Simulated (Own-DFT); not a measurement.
# How strain changes the stress of 4H SiC, 72 atoms (C36Si36)

These are calculations, not measurements. They come from Own-DFT, an in-house plane-wave density functional program, since retired, whose code no person has reviewed. Each row is one single-point run on a periodic cell that was not relaxed, without spin or spin-orbit coupling.

Settings of every run: PBE; PseudoDojo norm-conserving scalar-relativistic files; cutoff 42 hartree; 4 x 4 x 3 k mesh centred on Gamma; Fermi-Dirac smearing of 0.1 eV.

Known limits: forces on such cells passed a denser k mesh, each cell not checked; stress not checked against mesh or cutoff.

Unstrained cell vectors in Å: (9.248, 0.000, 0.000); (-4.624, 8.009, 0.000); (0.000, 0.000, 10.068). The unstrained cell has measured lattice constants (interpolated for alloys), not those of this functional. That, the random moves and any unrelaxed bonds set the pressure at no strain. Each run strains this cell uniformly, with the atoms carried along. Every atom was also moved at random, by a Gaussian of width 0.05 Å on each axis. Strain is the symmetric tensor, in per cent. Stress is positive in tension, and the pressure is minus a third of its trace.

```
run,e_xx (%),e_yy (%),e_zz (%),e_yz (%),e_xz (%),e_xy (%),s_xx (GPa),s_yy (GPa),s_zz (GPa),s_yz (GPa),s_xz (GPa),s_xy (GPa),P (GPa),E (meV/atom)
1,0.67,-0.78,-0.66,1.52,1.40,-0.81,-2.97,-8.71,-11.60,6.08,6.04,-5.13,7.76,42.4
2,-0.58,1.35,0.26,0.09,-1.90,0.52,-6.52,2.25,-3.24,0.28,-5.90,2.65,2.50,0.0
3,-1.38,0.77,1.74,0.53,-0.68,-1.11,-10.24,-1.90,2.19,2.27,-2.32,-4.80,3.32,30.0
4,-1.58,-0.69,-0.80,-1.10,-0.94,-1.15,-14.61,-12.11,-12.86,-4.21,-2.65,-5.45,13.19,54.0
5,-0.68,-1.38,-0.38,-0.72,-0.78,0.38,-9.93,-12.75,-10.19,-2.79,-4.01,1.47,10.96,27.1
6,1.79,1.98,-1.31,1.09,1.05,-0.09,4.87,6.75,-11.04,4.00,3.18,-0.78,-0.19,12.9
7,-0.55,-0.71,-0.95,1.02,0.77,1.50,-10.57,-8.97,-12.35,2.83,2.70,7.46,10.63,30.9
8,1.93,-1.66,0.93,-0.62,1.41,0.61,4.05,-10.85,-1.52,-3.05,4.60,2.96,2.77,21.7
9,-0.15,-0.81,-1.22,-0.03,1.17,-1.45,-8.35,-7.72,-16.16,0.96,3.86,-7.08,10.74,33.4
10,1.88,0.08,-0.72,-0.43,-1.69,1.13,4.26,-3.76,-9.42,-1.58,-5.38,4.02,2.97,32.4
11,1.77,0.91,-1.04,0.67,-0.80,1.37,4.00,0.94,-9.75,1.37,-3.19,6.65,1.60,13.6
12,-0.32,1.61,-0.53,-0.58,-1.46,-0.36,-3.63,3.33,-10.08,-2.29,-5.42,-0.99,3.46,11.4
13,1.34,-0.78,-0.11,-1.73,-0.14,0.23,0.38,-7.05,-7.25,-6.23,-0.25,0.37,4.64,30.1
14,0.12,1.90,0.30,-0.87,0.95,0.99,-3.00,5.84,-5.12,-2.75,4.34,4.44,0.76,19.3
15,-0.98,-0.55,1.34,-1.00,1.34,-0.75,-10.19,-8.91,0.85,-3.30,4.97,-2.69,6.08,21.4
16,0.71,-1.11,0.13,0.25,-1.40,-0.29,-0.79,-9.49,-7.24,1.22,-4.30,-0.96,5.84,6.9
17,0.23,-0.36,-1.61,0.09,0.02,1.75,?,?,?,?,?,?,?,?
```

E is the free energy for each atom above the lowest run shown.

## Worked fit

Each stress component was fitted by least squares to a constant and the strains of the runs shown, as fractions, with shears doubled. Shear strains stay in the fit of a normal stress only where such slopes are resolved. The slopes, in GPa:

```
stress  at no strain  per e_xx  per e_yy  per e_zz  scatter
  s_xx          -5.1  521 ± 20  103 ± 19   83 ± 26     0.89
  s_yy          -4.8  108 ± 20  519 ± 19   31 ± 27     0.91
  s_zz          -6.9   72 ± 24   76 ± 23  574 ± 32     1.08
```

Each shear stress against twice its own strain: yz 179 ± 8, xz 175 ± 9, xy 240 ± 11 GPa. These are stiffnesses along x, y and z of the frame in which the cell vectors are given, which need not be the crystal's axes. The atoms are held to the strained lattice; where symmetry lets them move under strain, relaxing them would lower some slopes. The table should be nearly symmetric about its diagonal, and what it lacks of that shows the noise. A ninth of its sum, 232 ± 5 GPa, estimates the bulk modulus near the mean pressure of these runs, 5.4 GPa, so it lies above the value at zero pressure.

## Withheld run

Question: what normal stresses and pressure should run 17 give?

The fit gives s_xx = -5.6, s_yy = -7.0, s_zz = -16.3 and P = 9.6 GPa. The calculation gave -2.46, -8.68, -16.33 and P = 9.16 GPa. This run lies off the fit, by chance or by something that the fit leaves out.
